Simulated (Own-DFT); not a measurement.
Al₃GaAs₄ (zincblende random alloy, strained, atoms displaced) (calculated)

Computed with Own-DFT development build. A calculation, not a measurement: plane-wave density functional theory by an unreviewed code, no spin, of a simulated periodic cell, stress positive in tension, run twice, with PBE and with PBEsol, both on files made for PBE, so the change isn't that of files made for PBEsol, forces on such cells passed a denser k mesh, this cell's mesh not checked; the far tail of each file's local potential was reset to the Coulomb form; each entry is a single point on an unrelaxed cell, so the pressure reflects the starting lattice, mostly measured values (interpolated for alloys), from which strain is counted, and rises with the displacements; printed positions are rounded, which can move forces by about a meV/angstrom; the program, named Own-DFT, is a retired in-house code; no spin-orbit coupling; stress was not checked against mesh or cutoff.

Common to all runs: functional PBE, then PBEsol; potential files PseudoDojo norm-conserving, scalar-relativistic, standard set; wave cutoff 42 hartree; occupations Fermi-Dirac; smearing width 0.1 eV; k mesh 3 x 3 x 3 centred on Gamma.

(1) Al₃GaAs₄ (zincblende random alloy, strained, atoms displaced)

```cif
# cell vector a (Å): 11.4002 0.0941 -0.1392
# cell vector b (Å): 0.0941 11.1412 0.1563
# cell vector c (Å): -0.1392 0.1563 11.1438
data_Al3GaAs4
_symmetry_space_group_name_H-M 'P 1'
_symmetry_Int_Tables_number 1
_cell_length_a 11.4014
_cell_length_b 11.1427
_cell_length_c 11.1458
_cell_angle_alpha 88.399
_cell_angle_beta 91.408
_cell_angle_gamma 89.053
_cell_volume 1414.80
loop_
_atom_site_label
_atom_site_type_symbol
_atom_site_fract_x
_atom_site_fract_y
_atom_site_fract_z
_atom_site_occupancy
Ga1 Ga 0.99673 0.99882 0.99575 1
Ga2 Ga 0.99994 0.25269 0.25599 1
Al1 Al 0.24910 0.99552 0.24134 1
Al2 Al 0.24995 0.24537 0.00166 1
As1 As 0.12817 0.12903 0.12132 1
As2 As 0.12963 0.36698 0.37328 1
As3 As 0.36221 0.12676 0.36813 1
As4 As 0.37171 0.36509 0.13343 1
Al3 Al 0.99971 0.99403 0.49654 1
Al4 Al 0.00494 0.25340 0.75821 1
Ga3 Ga 0.24934 0.00463 0.75380 1
Al5 Al 0.25072 0.25076 0.49862 1
As5 As 0.11458 0.12327 0.62328 1
As6 As 0.12058 0.37292 0.87554 1
As7 As 0.37427 0.11808 0.87895 1
As8 As 0.37444 0.36847 0.62041 1
Ga4 Ga 0.01142 0.49872 0.00795 1
Al6 Al 0.99800 0.75507 0.24889 1
Al7 Al 0.25425 0.49729 0.25084 1
Al8 Al 0.24771 0.74213 0.00096 1
As9 As 0.12246 0.63671 0.12587 1
As10 As 0.13498 0.87531 0.37333 1
As11 As 0.37043 0.61877 0.37013 1
As12 As 0.37190 0.87667 0.13296 1
Al9 Al 0.00142 0.49982 0.49929 1
Al10 Al 0.99445 0.74585 0.75696 1
Al11 Al 0.24981 0.50534 0.75167 1
Ga5 Ga 0.24797 0.74705 0.50786 1
As13 As 0.12330 0.62280 0.62356 1
As14 As 0.12386 0.87431 0.87415 1
As15 As 0.37387 0.62223 0.87251 1
As16 As 0.37809 0.87592 0.62071 1
Ga6 Ga 0.49488 0.99742 0.99517 1
Al12 Al 0.49746 0.25887 0.25733 1
Al13 Al 0.74972 0.00813 0.24198 1
Ga7 Ga 0.74805 0.24921 0.99919 1
As17 As 0.61203 0.12809 0.12578 1
As18 As 0.62526 0.37243 0.36936 1
As19 As 0.87842 0.12598 0.36095 1
As20 As 0.87386 0.37105 0.13568 1
Al14 Al 0.50065 0.00802 0.50341 1
Al15 Al 0.49667 0.25511 0.75434 1
Al16 Al 0.74760 0.98770 0.74562 1
Al17 Al 0.74933 0.25132 0.50281 1
As21 As 0.62479 0.12162 0.62855 1
As22 As 0.62326 0.37605 0.86930 1
As23 As 0.87506 0.12411 0.87398 1
As24 As 0.88307 0.36942 0.62573 1
Al18 Al 0.50590 0.50396 0.99739 1
Ga8 Ga 0.49921 0.75233 0.25539 1
Al19 Al 0.75209 0.50568 0.24312 1
Al20 Al 0.74856 0.74946 0.00447 1
As25 As 0.61813 0.62429 0.12951 1
As26 As 0.62480 0.87695 0.38272 1
As27 As 0.88341 0.62110 0.37700 1
As28 As 0.88079 0.87626 0.12763 1
Al21 Al 0.50109 0.50556 0.50589 1
Al22 Al 0.49500 0.74041 0.74990 1
Al23 Al 0.75240 0.49561 0.74993 1
Al24 Al 0.74734 0.75064 0.50507 1
As29 As 0.61857 0.62644 0.62355 1
As30 As 0.62479 0.87975 0.87327 1
As31 As 0.88131 0.62511 0.87701 1
As32 As 0.87595 0.87697 0.62687 1
```

The calculation gives: PBE pressure 5.45 GPa; PBE stress xx -4.68 GPa; PBE stress yy -5.82 GPa; PBE stress zz -5.86 GPa; PBE stress yz 2.32 GPa; PBE stress xz -2.53 GPa; PBE stress xy 1.04 GPa; PBEsol pressure 3.2 GPa; PBEsol stress xx -2.43 GPa; PBEsol stress yy -3.56 GPa; PBEsol stress zz -3.6 GPa; PBEsol stress yz 2.27 GPa; PBEsol stress xz -2.47 GPa; PBEsol stress xy 1.02 GPa; rms change of force components from PBE to PBEsol 0.042 eV/Å.

Force:
```csv
force element,PBE force x (eV/Å),PBE force y (eV/Å),PBE force z (eV/Å),PBEsol force x (eV/Å),PBEsol force y (eV/Å),PBEsol force z (eV/Å)
Ga,0.91,0.05,0.557,0.87,0.059,0.534
Ga,1.154,-0.574,-0.583,1.098,-0.553,-0.568
Al,-0.356,0.831,0.776,-0.351,0.822,0.772
Al,0.479,0.299,-0.33,0.469,0.296,-0.321
As,-1.355,-0.49,0.242,-1.424,-0.485,0.245
As,-0.702,1.72,0.019,-0.76,1.624,-0.049
As,1.066,-0.197,0.421,1.037,-0.186,0.401
As,-0.207,1.684,-1.96,-0.209,1.645,-1.916
Al,0.112,0.205,-0.488,0.116,0.199,-0.479
Al,-0.449,-1.352,-0.519,-0.441,-1.334,-0.506
Ga,-0.183,-0.728,-0.818,-0.191,-0.702,-0.786
Al,-0.166,-1.287,0.662,-0.161,-1.274,0.65
As,0.685,0.591,0.089,0.727,0.534,0.147
As,1.375,0.905,0.395,1.297,0.954,0.452
As,-0.537,1.72,-0.873,-0.511,1.542,-0.844
As,-0.293,1.271,0.434,-0.288,1.253,0.423
Ga,-0.891,-0.298,0.233,-0.87,-0.274,0.21
Al,0.862,-0.459,1.316,0.852,-0.455,1.296
Al,-0.972,-0.209,-0.551,-0.962,-0.209,-0.549
Al,0.763,1.032,-0.174,0.753,1.016,-0.173
As,0.24,-1.244,0.668,0.175,-1.282,0.6
As,-1.15,-0.118,0.028,-1.064,-0.184,0.091
As,0.422,0.908,1.012,0.432,0.992,0.996
As,0.473,-0.881,-1.746,0.586,-0.887,-1.706
Al,0.911,-1.248,0.22,0.897,-1.231,0.214
Al,1.15,0.501,-0.82,1.136,0.497,-0.808
Al,-0.028,-1.436,-0.324,-0.028,-1.409,-0.317
Ga,0.738,-0.072,-0.587,0.701,-0.05,-0.582
As,-0.634,0.442,0.465,-0.555,0.499,0.396
As,0.083,-0.14,-0.05,0.08,-0.026,-0.044
As,-0.273,0.237,0.666,-0.267,0.231,0.648
As,-0.442,0.138,0.658,-0.533,0.113,0.641
Ga,0.828,-0.732,1.311,0.789,-0.685,1.262
Al,0.16,-1.804,0.322,0.155,-1.777,0.318
Al,-0.249,-0.894,0.332,-0.24,-0.878,0.316
Ga,0.18,-0.374,0.467,0.168,-0.365,0.447
As,0.173,0.247,-0.4,0.165,0.24,-0.495
As,0.471,1.443,0.956,0.467,1.419,0.929
As,-0.821,-0.389,1.793,-0.725,-0.298,1.69
As,-0.171,0.855,-1.679,-0.09,0.758,-1.664
Al,-0.568,-0.22,-0.821,-0.565,-0.215,-0.811
Al,0.144,-1.31,-0.139,0.144,-1.296,-0.137
Al,0.614,1.142,0.518,0.603,1.126,0.513
Al,0.454,-0.66,-0.349,0.447,-0.645,-0.344
As,-0.077,1.067,0.122,-0.075,1.044,0.126
As,0.173,0.401,0.553,0.23,0.339,0.599
As,-0.923,0.22,-0.638,-0.889,0.196,-0.512
As,-0.907,0.729,-0.246,-0.885,0.714,-0.239
Al,-0.648,-1.179,0.559,-0.639,-1.16,0.553
Ga,0.098,-0.123,0.533,0.075,-0.112,0.505
Al,0.284,-0.598,1.196,0.278,-0.588,1.185
Al,0.327,-0.012,-0.073,0.323,-0.007,-0.069
As,0.187,0.89,-0.573,0.123,0.93,-0.504
As,0.036,0.675,-0.947,-0.022,0.609,-0.976
As,-1.524,1.127,-0.626,-1.495,1.106,-0.619
As,-1.559,0.54,-0.733,-1.467,0.591,-0.785
Al,-0.303,-1.263,-1.088,-0.301,-1.24,-1.071
Al,0.527,1.254,0.076,0.514,1.236,0.076
Al,0.484,0.374,-0.327,0.48,0.364,-0.32
Al,0.857,-0.448,-0.181,0.843,-0.443,-0.178
As,1.04,-0.036,0.635,1.016,-0.03,0.627
As,-0.632,-1.276,0.235,-0.687,-1.197,0.283
As,-1.44,-0.791,0.666,-1.355,-0.831,0.711
As,0.001,-0.656,-0.496,-0.001,-0.644,-0.484
```

(2) Al₃GaAs₄ (zincblende random alloy, strained, atoms displaced)

```cif
# cell vector a (Å): 11.5308 0.1129 0.1643
# cell vector b (Å): 0.1129 11.4933 -0.1799
# cell vector c (Å): 0.1643 -0.1799 11.2704
data_Al3GaAs4
_symmetry_space_group_name_H-M 'P 1'
_symmetry_Int_Tables_number 1
_cell_length_a 11.5325
_cell_length_b 11.4953
_cell_length_c 11.2730
_cell_angle_alpha 91.803
_cell_angle_beta 88.358
_cell_angle_gamma 88.889
_cell_volume 1492.80
loop_
_atom_site_label
_atom_site_type_symbol
_atom_site_fract_x
_atom_site_fract_y
_atom_site_fract_z
_atom_site_occupancy
Al1 Al 0.00170 0.99471 0.00718 1
Al2 Al 0.00980 0.25592 0.25251 1
Al3 Al 0.24817 0.00643 0.25160 1
Al4 Al 0.24355 0.25044 0.00778 1
As1 As 0.12829 0.11664 0.12770 1
As2 As 0.11800 0.37458 0.37564 1
As3 As 0.36944 0.12785 0.37345 1
As4 As 0.37857 0.37388 0.12819 1
Ga1 Ga 0.99957 0.99367 0.50053 1
Al5 Al 0.99439 0.24579 0.74408 1
Al6 Al 0.25216 0.99819 0.74730 1
Al7 Al 0.24793 0.24443 0.50310 1
As5 As 0.12377 0.12377 0.62284 1
As6 As 0.12254 0.37355 0.87635 1
As7 As 0.37550 0.12460 0.86860 1
As8 As 0.36783 0.38006 0.62571 1
Al8 Al 0.00234 0.49924 0.00132 1
Ga2 Ga 0.00580 0.74869 0.24629 1
Al9 Al 0.25082 0.50518 0.25423 1
Al10 Al 0.24405 0.74554 0.99931 1
As9 As 0.12326 0.61867 0.12547 1
As10 As 0.11602 0.88173 0.37533 1
As11 As 0.37953 0.62227 0.36870 1
As12 As 0.37764 0.87653 0.12236 1
Al11 Al 0.00136 0.50130 0.49406 1
Al12 Al 0.99525 0.74762 0.75134 1
Al13 Al 0.25098 0.50120 0.75368 1
Al14 Al 0.24756 0.75475 0.49823 1
As13 As 0.11947 0.62615 0.61858 1
As14 As 0.12614 0.88156 0.86919 1
As15 As 0.37492 0.62173 0.86848 1
As16 As 0.36824 0.86678 0.61832 1
Ga3 Ga 0.49811 0.00376 0.99984 1
Ga4 Ga 0.49506 0.25090 0.25557 1
Al15 Al 0.74696 0.00047 0.25165 1
Ga5 Ga 0.75051 0.25327 0.99896 1
As17 As 0.61964 0.12083 0.12538 1
As18 As 0.61819 0.37986 0.37823 1
As19 As 0.87140 0.12147 0.37088 1
As20 As 0.87303 0.36911 0.12732 1
Ga6 Ga 0.49559 0.00338 0.50334 1
Al16 Al 0.48730 0.24679 0.75355 1
Al17 Al 0.75774 0.99498 0.75166 1
Ga7 Ga 0.74686 0.24616 0.50031 1
As21 As 0.62312 0.12052 0.62838 1
As22 As 0.62994 0.37638 0.87569 1
As23 As 0.87660 0.12838 0.87566 1
As24 As 0.88020 0.37685 0.62106 1
Al18 Al 0.49626 0.50149 0.99789 1
Al19 Al 0.50057 0.75688 0.24737 1
Al20 Al 0.75138 0.49889 0.24462 1
Al21 Al 0.75043 0.74150 0.99301 1
As25 As 0.62695 0.62147 0.12378 1
As26 As 0.63297 0.88164 0.36724 1
As27 As 0.87430 0.62047 0.37531 1
As28 As 0.87315 0.87284 0.11854 1
Al22 Al 0.50098 0.49724 0.50220 1
Ga8 Ga 0.50225 0.74667 0.75579 1
Al23 Al 0.75352 0.50614 0.74741 1
Al24 Al 0.75460 0.75396 0.50391 1
As29 As 0.62009 0.62110 0.61736 1
As30 As 0.62489 0.87460 0.87319 1
As31 As 0.87748 0.62046 0.88035 1
As32 As 0.87274 0.87393 0.61839 1
```

It finds PBE pressure 1.19 GPa; PBE stress xx -0.7 GPa; PBE stress yy -0.9 GPa; PBE stress zz -1.98 GPa; PBE stress yz -2.54 GPa; PBE stress xz 1.9 GPa; PBE stress xy 0.82 GPa; PBEsol pressure -0.86 GPa; PBEsol stress xx 1.35 GPa; PBEsol stress yy 1.15 GPa; PBEsol stress zz 0.08 GPa; PBEsol stress yz -2.47 GPa; PBEsol stress xz 1.85 GPa; PBEsol stress xy 0.81 GPa; rms change of force components from PBE to PBEsol 0.037 eV/Å.

Force:
```csv
force element,PBE force x (eV/Å),PBE force y (eV/Å),PBE force z (eV/Å),PBEsol force x (eV/Å),PBEsol force y (eV/Å),PBEsol force z (eV/Å)
Al,-0.374,0.579,-0.575,-0.365,0.569,-0.561
Al,-1.379,-1.063,-0.476,-1.356,-1.048,-0.466
Al,0.221,-0.916,0.213,0.219,-0.897,0.204
Al,0.505,0.043,-0.418,0.499,0.037,-0.407
As,-0.421,0.762,-0.309,-0.412,0.745,-0.299
As,1.936,0.061,0.078,1.901,0.063,0.076
As,0.578,-0.47,0.229,0.67,-0.448,0.216
As,-0.59,0.111,-0.398,-0.529,0.056,-0.33
Ga,-1.011,1.493,0.4,-0.97,1.424,0.368
Al,0.139,0.698,0.424,0.13,0.686,0.415
Al,-0.145,0.367,-0.249,-0.139,0.358,-0.243
Al,-0.436,1.051,0.003,-0.426,1.036,0.002
As,0.156,-0.626,0.138,0.105,-0.672,0.086
As,0.347,-0.424,-0.458,0.345,-0.412,-0.449
As,-0.913,-0.461,1.101,-0.852,-0.504,1.131
As,0.614,-0.944,-0.396,0.6,-0.926,-0.387
Al,-0.735,-0.43,0.356,-0.73,-0.423,0.349
Ga,-1.123,0.392,0.429,-1.08,0.372,0.412
Al,-0.255,-0.739,-0.171,-0.25,-0.729,-0.162
Al,0.258,0.575,-0.119,0.255,0.572,-0.118
As,0.726,0.078,-0.255,0.649,0.142,-0.187
As,1.727,-1.163,-1.028,1.564,-1.116,-0.977
As,0.02,0.686,0.676,0.024,0.669,0.659
As,-0.725,-0.273,-0.003,-0.659,-0.207,-0.056
Al,-0.709,0.309,0.629,-0.696,0.305,0.617
Al,0.089,0.436,-0.046,0.091,0.43,-0.047
Al,-1.281,0.213,-0.237,-1.259,0.209,-0.236
Al,-0.628,-0.773,-0.811,-0.62,-0.766,-0.798
As,0.749,-0.173,0.443,0.732,-0.169,0.433
As,-0.131,-1.033,0.294,-0.129,-1.011,0.285
As,0.003,0.258,0.837,0.064,0.312,0.767
As,1.203,0.551,0.74,1.265,0.561,0.728
Ga,-0.163,-0.078,-0.254,-0.147,-0.084,-0.242
Ga,0.385,0.113,-0.15,0.373,0.103,-0.155
Al,0.506,0.483,-1.01,0.497,0.474,-0.986
Ga,-0.665,-0.293,0.328,-0.629,-0.279,0.303
As,0.664,0.612,0.05,0.577,0.639,0.003
As,1.267,-0.994,-0.827,1.236,-1.07,-0.823
As,0.914,0.347,0.083,0.885,0.356,0.183
As,0.956,0.095,-0.276,0.881,0.038,-0.33
Ga,0.106,-0.351,-0.384,0.125,-0.341,-0.377
Al,1.316,1.116,-0.651,1.299,1.096,-0.643
Al,-0.795,0.713,0.177,-0.783,0.707,0.169
Ga,-0.199,0.418,0.094,-0.182,0.385,0.079
As,0.116,0.232,0.319,0.1,0.224,0.214
As,-0.552,-0.052,-0.66,-0.483,-0.102,-0.589
As,0.318,-0.926,0.076,0.249,-0.847,0.136
As,-0.383,-0.206,-0.072,-0.419,-0.243,-0.114
Al,0.298,-0.168,0.236,0.301,-0.165,0.236
Al,0.323,-0.222,0.141,0.322,-0.216,0.139
Al,-0.548,0.159,0.755,-0.541,0.155,0.736
Al,-0.745,0.936,0.813,-0.735,0.916,0.806
As,-0.247,0.261,-0.21,-0.242,0.253,-0.207
As,-1.042,-1.126,1.227,-1.071,-1.061,1.249
As,0.112,0.418,-0.43,0.154,0.449,-0.459
As,-0.099,-0.414,0.4,-0.055,-0.448,0.435
Al,-1.302,0.436,0.11,-1.29,0.429,0.112
Ga,-0.253,0.355,-0.742,-0.238,0.327,-0.723
Al,-0.413,-0.469,-0.038,-0.407,-0.465,-0.033
Al,-1.141,-0.568,-0.97,-1.122,-0.552,-0.957
As,1.032,0.639,0.639,0.964,0.678,0.685
As,0.421,-0.206,0.131,0.298,-0.204,0.13
As,0.547,-0.2,-0.922,0.54,-0.199,-0.905
As,0.853,-0.237,0.978,0.904,-0.172,0.904
```

(3) Al₃GaAs₄ (zincblende random alloy, strained, atoms displaced)

```cif
# cell vector a (Å): 11.4127 0.1833 0.1694
# cell vector b (Å): 0.1833 11.1346 0.1241
# cell vector c (Å): 0.1694 0.1241 11.1800
data_Al3GaAs4
_symmetry_space_group_name_H-M 'P 1'
_symmetry_Int_Tables_number 1
_cell_length_a 11.4154
_cell_length_b 11.1368
_cell_length_c 11.1820
_cell_angle_alpha 88.712
_cell_angle_beta 88.272
_cell_angle_gamma 88.128
_cell_volume 1419.84
loop_
_atom_site_label
_atom_site_type_symbol
_atom_site_fract_x
_atom_site_fract_y
_atom_site_fract_z
_atom_site_occupancy
Al1 Al 0.99914 0.00218 0.99820 1
Al2 Al 0.99064 0.25412 0.24789 1
Ga1 Ga 0.24166 0.00496 0.24811 1
Al3 Al 0.24906 0.25525 0.99750 1
As1 As 0.12087 0.12410 0.12414 1
As2 As 0.13278 0.37626 0.38277 1
As3 As 0.37815 0.12694 0.38036 1
As4 As 0.37869 0.37048 0.12681 1
Al4 Al 0.00010 0.99590 0.50364 1
Al5 Al 0.99878 0.24669 0.75808 1
Al6 Al 0.26210 0.99406 0.75305 1
Al7 Al 0.24998 0.25041 0.50682 1
As5 As 0.12954 0.12815 0.62434 1
As6 As 0.12624 0.37168 0.87362 1
As7 As 0.38087 0.12481 0.86888 1
As8 As 0.37473 0.37400 0.62405 1
Al8 Al 0.00545 0.50140 0.00364 1
Al9 Al 0.00009 0.74349 0.24811 1
Al10 Al 0.25319 0.49950 0.25396 1
Al11 Al 0.25077 0.74883 0.99183 1
As9 As 0.13169 0.62252 0.12773 1
As10 As 0.13350 0.88028 0.37127 1
As11 As 0.37736 0.62975 0.38184 1
As12 As 0.36416 0.87000 0.12709 1
Al12 Al 0.00498 0.51196 0.50094 1
Al13 Al 0.99884 0.74091 0.74610 1
Al14 Al 0.24839 0.49774 0.75875 1
Al15 Al 0.24376 0.73937 0.49698 1
As13 As 0.12582 0.63197 0.62949 1
As14 As 0.12439 0.87224 0.88362 1
As15 As 0.37503 0.61964 0.87128 1
As16 As 0.37667 0.88494 0.62866 1
Ga2 Ga 0.50346 0.00262 0.00021 1
Al16 Al 0.50653 0.25023 0.24360 1
Al17 Al 0.74915 0.99814 0.25128 1
Al18 Al 0.74888 0.25106 0.00641 1
As17 As 0.62288 0.12314 0.11365 1
As18 As 0.63053 0.37176 0.37687 1
As19 As 0.87439 0.13370 0.37155 1
As20 As 0.87908 0.37571 0.12521 1
Ga3 Ga 0.49265 0.00073 0.49849 1
Ga4 Ga 0.50322 0.24615 0.75189 1
Al19 Al 0.75361 0.00867 0.75196 1
Al20 Al 0.74712 0.24928 0.49952 1
As21 As 0.62024 0.12375 0.61940 1
As22 As 0.62643 0.36943 0.87070 1
As23 As 0.87710 0.12815 0.87504 1
As24 As 0.87110 0.36892 0.62856 1
Ga5 Ga 0.49585 0.49967 0.00669 1
Al21 Al 0.50137 0.74993 0.25213 1
Ga6 Ga 0.75036 0.49147 0.25592 1
Ga7 Ga 0.75052 0.75048 0.00249 1
As25 As 0.62396 0.62531 0.12339 1
As26 As 0.62456 0.86629 0.37300 1
As27 As 0.87248 0.62234 0.36819 1
As28 As 0.87792 0.87841 0.11791 1
Al22 Al 0.49619 0.50282 0.49913 1
Al23 Al 0.50061 0.74926 0.75243 1
Al24 Al 0.75871 0.50814 0.75357 1
Ga8 Ga 0.74710 0.74878 0.50318 1
As29 As 0.62601 0.62172 0.62235 1
As30 As 0.62406 0.87553 0.87478 1
As31 As 0.87948 0.61686 0.87259 1
As32 As 0.87504 0.87337 0.62628 1
```

It finds PBE pressure 5.21 GPa; PBE stress xx -4.42 GPa; PBE stress yy -5.66 GPa; PBE stress zz -5.54 GPa; PBE stress yz 2.25 GPa; PBE stress xz 2.32 GPa; PBE stress xy 1.84 GPa; PBEsol pressure 2.96 GPa; PBEsol stress xx -2.19 GPa; PBEsol stress yy -3.41 GPa; PBEsol stress zz -3.29 GPa; PBEsol stress yz 2.19 GPa; PBEsol stress xz 2.27 GPa; PBEsol stress xy 1.81 GPa; rms change of force components from PBE to PBEsol 0.044 eV/Å.

Force:
```csv
force element,PBE force x (eV/Å),PBE force y (eV/Å),PBE force z (eV/Å),PBEsol force x (eV/Å),PBEsol force y (eV/Å),PBEsol force z (eV/Å)
Al,0.412,0.315,0.151,0.405,0.308,0.147
Al,1.983,0.024,0.705,1.951,0.021,0.699
Ga,1.545,0.539,0.105,1.476,0.484,0.09
Al,0.74,-0.891,0.529,0.735,-0.875,0.52
As,-0.294,0.857,-0.535,-0.224,0.777,-0.455
As,-1.114,-0.062,-0.81,-1.087,-0.057,-0.793
As,-0.737,0.504,-1.554,-0.694,0.389,-1.485
As,-1.002,0.145,-0.074,-0.921,0.214,-0.135
Al,0.426,0.853,-0.389,0.421,0.842,-0.385
Al,0.71,0.625,-1.147,0.7,0.617,-1.131
Al,-1.884,1.251,0.962,-1.854,1.237,0.947
Al,0.728,0.245,-0.197,0.717,0.236,-0.191
As,-0.744,-1.211,0.849,-0.728,-1.187,0.836
As,-0.873,0.143,0.107,-0.864,0.139,0.104
As,-0.964,-0.14,0.991,-0.806,-0.12,0.963
As,-0.04,0.119,0.399,0.014,0.063,0.445
Al,0.341,-0.008,0.121,0.334,-0.004,0.121
Al,0.288,1.186,0.056,0.282,1.168,0.047
Al,0.515,-0.03,0.358,0.507,-0.028,0.35
Al,0.419,-0.298,1.026,0.411,-0.293,1.011
As,-0.212,-0.101,-0.634,-0.204,-0.098,-0.623
As,-1.624,-1.391,0.644,-1.518,-1.288,0.553
As,-0.09,-0.704,-1.306,-0.09,-0.689,-1.284
As,0.98,0.329,-0.411,0.944,0.426,-0.384
Al,-0.469,-0.99,0.339,-0.464,-0.978,0.334
Al,-0.289,1.713,1.259,-0.29,1.687,1.242
Al,0.47,0.178,-1,0.466,0.171,-0.981
Al,0.605,2.088,0.507,0.599,2.057,0.494
As,0.405,-1.661,-0.311,0.399,-1.634,-0.304
As,-0.413,0.155,-1.766,-0.406,0.15,-1.73
As,0.056,0.135,0.113,0.111,0.077,0.172
As,0.196,-2.698,-1.071,0.27,-2.581,-1.128
Ga,-1.088,-0.744,0.118,-1.041,-0.712,0.089
Al,0.107,-0.329,1.092,0.109,-0.325,1.069
Al,0.077,0.382,-0.105,0.072,0.374,-0.105
Al,0.514,0.525,-0.598,0.501,0.516,-0.588
As,0.478,-0.379,1.311,0.4,-0.441,1.216
As,-1.589,0.065,-0.244,-1.484,0.133,-0.311
As,-0.319,-1.639,0.473,-0.317,-1.603,0.461
As,-0.919,0.341,-0.914,-0.966,0.391,-0.837
Ga,1.326,-0.356,0.005,1.262,-0.343,0.012
Ga,0.165,0.809,-0.494,0.149,0.764,-0.482
Al,-0.432,-0.362,-0.171,-0.43,-0.355,-0.162
Al,0.547,-0.034,0.855,0.541,-0.029,0.841
As,0.483,-0.444,0.006,0.352,-0.421,0.023
As,0.087,0.916,0.406,-0.018,0.883,0.387
As,-0.757,-0.464,0.557,-0.745,-0.451,0.551
As,0.628,0.61,-0.53,0.613,0.594,-0.513
Ga,0.877,-0.122,-0.692,0.841,-0.136,-0.681
Al,-0.377,0.291,-0.369,-0.374,0.289,-0.358
Ga,0.054,0.92,-0.731,0.05,0.882,-0.708
Ga,0.311,0.158,-0.363,0.285,0.154,-0.357
As,0.131,-0.637,0.366,0.188,-0.664,0.302
As,-0.187,0.95,0.123,-0.165,0.919,0.239
As,-0.018,0.136,0.652,-0.132,0.124,0.642
As,-0.368,-0.747,0.781,-0.416,-0.787,0.716
Al,0.777,-0.591,0.446,0.77,-0.58,0.438
Al,0.197,0.377,-0.37,0.197,0.373,-0.365
Al,-1.063,-1.189,-0.484,-1.05,-1.167,-0.48
Ga,0.647,0.113,-0.162,0.599,0.095,-0.173
As,-0.349,-0.183,0.512,-0.273,-0.113,0.439
As,0.432,-0.23,-0.4,0.421,-0.212,-0.27
As,-0.02,0.789,0.89,-0.061,0.82,0.922
As,-0.422,-0.151,0.019,-0.468,-0.203,-0.027
```
